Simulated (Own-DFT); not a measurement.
## Calculated data, GaN (wurtzite, atoms displaced)

Computed with Own-DFT development build. A calculation, not a measurement: plane-wave PBE density functional theory by an unreviewed code, no spin, of a simulated periodic cell, stress positive in tension, free energy of the whole cell less one offset for each atom, forces on such cells passed a denser k mesh, this cell's mesh not checked; offsets are fitted by least squares, one for each functional and potential file, so energies compare only between cells with the same atoms and settings and are not formation energies; the far tail of each file's local potential was reset to the Coulomb form; each entry is a single point on an unrelaxed cell, so the pressure reflects the starting lattice, mostly measured values (interpolated for alloys), from which strain is counted, and rises with the displacements; printed positions are rounded, which can move forces by about a meV/angstrom; the program, named Own-DFT, is a retired in-house code; no spin-orbit coupling.

Common to all runs: functional PBE; potential files PseudoDojo norm-conserving, scalar-relativistic, standard set with the stringent files for Ga; wave cutoff 96 hartree; occupations Gaussian; smearing width 0.01 eV; k mesh 3 x 4 x 3 centred on Gamma.

(1) GaN (wurtzite, atoms displaced)

```
cell vectors (Å)
  12.7560     0.0000     0.0000
  -4.7835     8.2853     0.0000
   0.0000     0.0000    10.3700
atoms (fractions of the cell vectors)
Ga  0.08892  0.22470  0.99410
Ga  0.16041  0.11362  0.25038
N   0.08064  0.21800  0.18766
N   0.16183  0.10927  0.44385
Ga  0.07139  0.21487  0.49474
Ga  0.16761  0.11780  0.74407
N   0.08289  0.22739  0.68211
N   0.16297  0.10880  0.94098
Ga  0.08651  0.56669  0.99881
Ga  0.15557  0.43170  0.24776
N   0.07898  0.54885  0.18288
N   0.16429  0.43858  0.43867
Ga  0.08097  0.55568  0.50148
Ga  0.16194  0.43484  0.75022
N   0.08075  0.55304  0.69421
N   0.16415  0.44698  0.94108
Ga  0.08128  0.87958  0.00306
Ga  0.17357  0.78747  0.24595
N   0.08279  0.89548  0.18703
N   0.16722  0.77784  0.43510
Ga  0.09077  0.89720  0.50135
Ga  0.16811  0.77642  0.74775
N   0.07683  0.87988  0.68515
N   0.16933  0.78828  0.93608
Ga  0.33337  0.22283  0.99450
Ga  0.41565  0.11079  0.25045
N   0.33252  0.21594  0.18047
N   0.42340  0.11120  0.43289
Ga  0.33905  0.23659  0.50418
Ga  0.41509  0.11118  0.75341
N   0.33935  0.23344  0.69584
N   0.41677  0.10379  0.94060
Ga  0.33718  0.55445  0.99731
Ga  0.41348  0.44363  0.24818
N   0.33615  0.56069  0.18685
N   0.40840  0.43705  0.43136
Ga  0.34670  0.56144  0.50055
Ga  0.41690  0.44539  0.74909
N   0.32779  0.54818  0.69365
N   0.41892  0.44813  0.93052
Ga  0.32798  0.88372  0.00705
Ga  0.41493  0.77775  0.25027
N   0.33282  0.88926  0.18445
N   0.42206  0.77901  0.43294
Ga  0.33298  0.88303  0.49851
Ga  0.41721  0.77705  0.75138
N   0.32995  0.89140  0.68752
N   0.42129  0.77507  0.93350
Ga  0.59472  0.23159  0.99934
Ga  0.66684  0.11110  0.23457
N   0.57464  0.22061  0.19152
N   0.67254  0.11575  0.43400
Ga  0.57876  0.20895  0.50220
Ga  0.66234  0.11348  0.74795
N   0.58542  0.22582  0.69135
N   0.67313  0.11362  0.94004
Ga  0.58082  0.56016  0.00431
Ga  0.67730  0.45797  0.25068
N   0.58032  0.55162  0.18728
N   0.66761  0.45032  0.43813
Ga  0.58528  0.55374  0.50719
Ga  0.66540  0.44933  0.74213
N   0.58058  0.55102  0.68478
N   0.66434  0.44117  0.94456
Ga  0.57939  0.88171  0.00802
Ga  0.66643  0.76565  0.24225
N   0.58806  0.88744  0.18914
N   0.67538  0.78430  0.43283
Ga  0.58537  0.89664  0.49540
Ga  0.66522  0.76884  0.75251
N   0.58630  0.89979  0.69341
N   0.67527  0.77768  0.93792
Ga  0.83613  0.23112  0.99829
Ga  0.91980  0.11050  0.24982
N   0.83024  0.23451  0.18588
N   0.91507  0.10817  0.43338
Ga  0.84224  0.22784  0.50513
Ga  0.91602  0.11086  0.75382
N   0.83241  0.22723  0.69339
N   0.91740  0.10847  0.93383
Ga  0.82717  0.55533  0.99954
Ga  0.91140  0.44504  0.25914
N   0.82935  0.55059  0.18540
N   0.91347  0.45073  0.43666
Ga  0.83460  0.55407  0.50011
Ga  0.91776  0.45616  0.75063
N   0.83366  0.56270  0.68236
N   0.92086  0.45126  0.93708
Ga  0.82731  0.88013  0.00152
Ga  0.91229  0.77625  0.24870
N   0.82778  0.87946  0.18403
N   0.91840  0.77832  0.44306
Ga  0.83926  0.90122  0.49868
Ga  0.92550  0.78509  0.74635
N   0.82998  0.88669  0.68102
N   0.90687  0.77461  0.94036
```

- free energy of cell above offsets: -5.152 eV
- pressure: 6.83 GPa
- stress xx: -6.28 GPa
- stress yy: -6.51 GPa
- stress zz: -7.68 GPa
- stress yz: 0.06 GPa
- stress xz: 0.2 GPa
- stress xy: -0.59 GPa

Force:
```csv
element,x (eV/Å),y (eV/Å),z (eV/Å)
Ga,-1.609,-0.308,0.527
Ga,2.032,-0.252,0.309
N,-0.354,0.094,-0.805
N,0.851,1.284,-0.696
Ga,2.093,1.465,0.723
Ga,-0.04,-0.873,0.705
N,-0.077,-1.57,0.253
N,0.987,-0.288,-1.288
Ga,-0.15,-1.018,-0.075
Ga,0.68,2.043,0.43
N,-0.304,1.092,1.102
N,-0.144,0.753,-0.106
Ga,0.715,0.014,-0.194
Ga,-0.453,1.366,0.439
N,0.557,0.425,-1.009
N,0.887,0.162,-0.466
Ga,-1.768,1.19,-0.483
Ga,-1.451,-1.61,0.545
N,0.243,-1.035,0.49
N,0.267,0.078,0.186
Ga,-0.671,-1.623,-0.664
Ga,-0.581,0.08,0.153
N,2.434,2.216,0.208
N,0.399,-1.104,-0.184
Ga,0.549,-0.492,0.051
Ga,-0.349,0.262,-0.572
N,-1.195,0.723,1.112
N,-2.029,-0.633,1.288
Ga,0.019,-2.715,-0.116
Ga,0.512,-0.016,0.316
N,-0.308,-1.831,-1.346
N,-0.009,0.731,-0.18
Ga,-1.054,0.084,0.176
Ga,0.257,-0.685,-0.77
N,-0.596,-0.954,-0.145
N,1.567,1.553,0.6
Ga,-2.441,-0.565,0.314
Ga,-0.248,0.99,0.265
N,0.562,1.166,-1.151
N,0.25,-0.437,1.256
Ga,1.363,0.805,-2.063
Ga,0.638,0.123,-0.714
N,0.729,0,1.322
N,-0.64,-0.162,0.979
Ga,-0.191,0.63,-0.031
Ga,-0.174,0.263,-0.653
N,1.001,-0.202,-0.336
N,-1.143,0.124,1.208
Ga,-1.297,-2.16,0.772
Ga,-0.822,0.365,1.735
N,1.975,0.972,-0.809
N,0.061,0.157,0.038
Ga,1.124,1.772,-0.576
Ga,1.345,0.472,1.181
N,-1.161,-0.074,-0.581
N,-0.82,-0.713,-0.07
Ga,0.817,-0.897,-0.857
Ga,-2.235,-2.484,0.676
N,0.018,-0.513,0.148
N,0.299,-1.002,0.294
Ga,-0.093,1.107,-2.73
Ga,1.313,-0.467,1.423
N,-0.692,0.593,1.066
N,-0.841,1.428,-1.775
Ga,0.795,1.101,-1.691
Ga,-0.932,1.218,1.799
N,-0.842,-0.538,0.228
N,-1.248,-0.952,0.52
Ga,1.588,-0.115,0.352
Ga,-0.246,1.657,-0.638
N,0.162,-2.196,-1.146
N,-2.905,-1.023,-0.324
Ga,1.066,-0.309,-0.236
Ga,-1.969,-0.504,-1.235
N,1.855,-1.09,0.071
N,-0.836,1.045,-0.293
Ga,-1.72,-0.333,-0.251
Ga,-0.54,-0.289,-0.88
N,0.529,0.147,-0.578
N,-0.093,0.274,1.661
Ga,1.192,-0.064,-0.386
Ga,0.818,0.443,-2.105
N,1.188,1.454,0.061
N,1.718,-0.941,1.182
Ga,-1.532,1.064,-0.087
Ga,-0.351,-1.073,0.246
N,-0.037,-0.353,1.21
N,-0.778,0.401,0.055
Ga,1.221,2.368,-0.233
Ga,1.014,-0.041,0.826
N,0.48,1.44,0.638
N,0.152,0.509,-1.043
Ga,-0.015,-2.608,0.01
Ga,-3.028,-1.115,0.94
N,0.425,0.468,1.351
N,2.267,0.054,-0.876
```

(2) GaN (wurtzite, atoms displaced)

```
cell vectors (Å)
  12.7560     0.0000     0.0000
  -4.7835     8.2853     0.0000
   0.0000     0.0000    10.3700
atoms (fractions of the cell vectors)
Ga  0.08893  0.22789  0.00324
Ga  0.15789  0.09972  0.25292
N   0.08569  0.22484  0.18554
N   0.16479  0.11734  0.43162
Ga  0.08405  0.22309  0.49176
Ga  0.17060  0.12309  0.74968
N   0.08433  0.21868  0.68679
N   0.16450  0.11284  0.94268
Ga  0.08401  0.55742  0.99804
Ga  0.16881  0.44333  0.25956
N   0.08094  0.54984  0.20191
N   0.16223  0.44087  0.44236
Ga  0.08378  0.55322  0.49980
Ga  0.16187  0.43584  0.74827
N   0.08540  0.55135  0.69203
N   0.16682  0.45822  0.93583
Ga  0.08241  0.89534  0.00076
Ga  0.17232  0.77659  0.24406
N   0.07524  0.88680  0.19298
N   0.15697  0.75959  0.44291
Ga  0.08819  0.88573  0.49534
Ga  0.16184  0.76974  0.75292
N   0.07839  0.88848  0.68315
N   0.16513  0.78275  0.93857
Ga  0.33547  0.21777  0.99974
Ga  0.41172  0.11052  0.25022
N   0.34149  0.22802  0.18629
N   0.42184  0.10881  0.43874
Ga  0.33104  0.22378  0.50249
Ga  0.41885  0.11889  0.75010
N   0.32478  0.20763  0.69222
N   0.42792  0.12545  0.93770
Ga  0.33341  0.55713  0.00573
Ga  0.41706  0.44304  0.24611
N   0.33180  0.54151  0.18229
N   0.41571  0.44061  0.43570
Ga  0.33046  0.55082  0.49604
Ga  0.41794  0.44189  0.75163
N   0.33786  0.55706  0.68375
N   0.41729  0.45362  0.94068
Ga  0.33392  0.88484  0.99417
Ga  0.41559  0.78462  0.24761
N   0.33565  0.89094  0.19078
N   0.41503  0.77992  0.44411
Ga  0.33750  0.89639  0.50560
Ga  0.41045  0.76930  0.74934
N   0.33503  0.90551  0.68603
N   0.41388  0.77035  0.93998
Ga  0.58085  0.21469  0.99907
Ga  0.66924  0.11161  0.24913
N   0.58732  0.22916  0.18872
N   0.67150  0.11891  0.43115
Ga  0.58414  0.22315  0.49815
Ga  0.66949  0.11758  0.76236
N   0.58302  0.22592  0.68619
N   0.66755  0.11816  0.93752
Ga  0.57863  0.55920  0.00038
Ga  0.66533  0.44440  0.25221
N   0.57424  0.54629  0.18605
N   0.67315  0.45100  0.44069
Ga  0.59091  0.55987  0.50215
Ga  0.66477  0.44357  0.75204
N   0.58238  0.55822  0.68609
N   0.67243  0.44223  0.94922
Ga  0.58780  0.88668  0.99830
Ga  0.66205  0.78208  0.24667
N   0.58917  0.88606  0.18841
N   0.65816  0.77227  0.44383
Ga  0.58474  0.87841  0.49654
Ga  0.67068  0.77803  0.75326
N   0.58792  0.90068  0.68059
N   0.66726  0.78020  0.94194
Ga  0.83404  0.22985  0.99582
Ga  0.90503  0.10347  0.24352
N   0.84227  0.23318  0.18269
N   0.90765  0.09625  0.43661
Ga  0.83734  0.22195  0.50600
Ga  0.91104  0.11016  0.74856
N   0.83707  0.22970  0.69078
N   0.91745  0.11285  0.93962
Ga  0.82902  0.55653  0.00340
Ga  0.92149  0.44312  0.25413
N   0.84198  0.56500  0.18431
N   0.91492  0.45349  0.43234
Ga  0.82645  0.55429  0.50142
Ga  0.91387  0.45243  0.74483
N   0.83209  0.55723  0.68650
N   0.91536  0.43513  0.93711
Ga  0.83044  0.89544  0.00074
Ga  0.91296  0.77541  0.24561
N   0.82917  0.88442  0.18835
N   0.91762  0.77623  0.43910
Ga  0.83665  0.89238  0.49441
Ga  0.91616  0.77627  0.74765
N   0.83320  0.89043  0.69865
N   0.92005  0.78601  0.93465
```

- free energy of cell above offsets: -4.329 eV
- pressure: 7.25 GPa
- stress xx: -7.32 GPa
- stress yy: -7.44 GPa
- stress zz: -6.99 GPa
- stress yz: -0.29 GPa
- stress xz: -0.03 GPa
- stress xy: 0.93 GPa

Force:
```csv
element,x (eV/Å),y (eV/Å),z (eV/Å)
Ga,-1.209,0.499,-0.54
Ga,0.513,1.77,-1.452
N,-0.543,-0.565,1.32
N,1.369,-1.03,1.309
Ga,-0.954,-1.097,1.193
Ga,-1.075,-2.798,0.858
N,-1.247,0.26,-0.678
N,1.17,0.674,-0.813
Ga,-1.203,-0.169,1.038
Ga,-0.145,-0.347,-1.635
N,1.62,1.202,-2.149
N,0.621,0.209,-0.115
Ga,-1.221,-1.045,0.827
Ga,0.715,0.733,0.258
N,-0.899,0.215,-0.756
N,1.656,-1.466,0.086
Ga,-0.193,-0.629,0.206
Ga,-1.869,-0.618,1.348
N,2.082,-0.171,-0.96
N,1.488,3.315,-1.465
Ga,-1.22,0.118,0.52
Ga,-0.244,1.56,-1.113
N,1.14,0.307,0.615
N,0.412,-0.021,0.62
Ga,-0.809,0.972,0.259
Ga,1.409,0.825,0.3
N,-1.446,-1.589,-0.049
N,-1.724,0.703,-0.305
Ga,0.573,-0.392,-0.557
Ga,0.699,-0.431,0.15
N,1.026,2.621,-0.921
N,-1.661,-2.339,-0.543
Ga,-0.745,-0.75,-1.411
Ga,-0.294,-0.521,1.086
N,-1.29,1.867,2.114
N,0.267,0.422,0.407
Ga,0.632,0.636,0.343
Ga,-0.602,0.179,-0.188
N,-0.699,-1.133,0.353
N,0.226,-1.488,-0.867
Ga,-0.368,0.903,0.222
Ga,1.542,-1.383,0.993
N,-0.377,0.23,-1.422
N,0.238,-0.601,-1.325
Ga,-0.553,-1.223,-0.702
Ga,0.507,1.773,-0.625
N,0.376,-2.245,1.566
N,0.468,1.411,-0.278
Ga,0.748,2.045,1.59
Ga,-0.127,1,-0.449
N,-0.072,-1.537,0.011
N,0.251,-0.896,1.228
Ga,0.906,0.037,0.057
Ga,-0.339,-0.538,-3.353
N,0.432,0.074,0.382
N,0.703,-1.531,1.581
Ga,1.571,-0.757,0.247
Ga,0.596,0.768,-0.697
N,1.617,1.843,0.347
N,-1.958,-1.301,-0.834
Ga,-1.241,-1.097,-0.451
Ga,0.189,0.287,0.605
N,0.542,-0.383,1.005
N,-2.556,-0.123,-1.906
Ga,-1.574,0.758,0.069
Ga,2.407,-2.575,1.422
N,-3.118,1.476,-1.015
N,2.872,-0.01,-1.971
Ga,-2.525,2.537,0.882
Ga,-1.42,0.425,-0.663
N,0.004,-0.879,1.937
N,0.266,-0.587,-0.697
Ga,0.888,-1.33,0.705
Ga,1.534,0.972,0.382
N,-1.168,-1.354,0.189
N,0.394,3.12,-0.695
Ga,-1.106,0.414,-1.249
Ga,1.228,0.371,0.768
N,-0.55,-0.284,-0.071
N,-0.169,0.485,-0.143
Ga,2.031,0.986,-0.531
Ga,-1.702,0.503,-0.674
N,-0.694,-1.716,0.975
N,0.852,-1.333,2.259
Ga,2.298,1.181,-0.171
Ga,1.326,-0.519,1.079
N,-0.704,-0.088,0.258
N,-0.619,3,-0.743
Ga,1.567,-0.298,-0.372
Ga,-0.138,-0.044,1.329
N,-0.449,0.015,-0.134
N,-0.564,0.294,-0.363
Ga,-0.093,-2.453,1.589
Ga,0.017,0.772,0.262
N,0.105,-0.223,-1.796
N,-0.615,-0.864,0.697
```
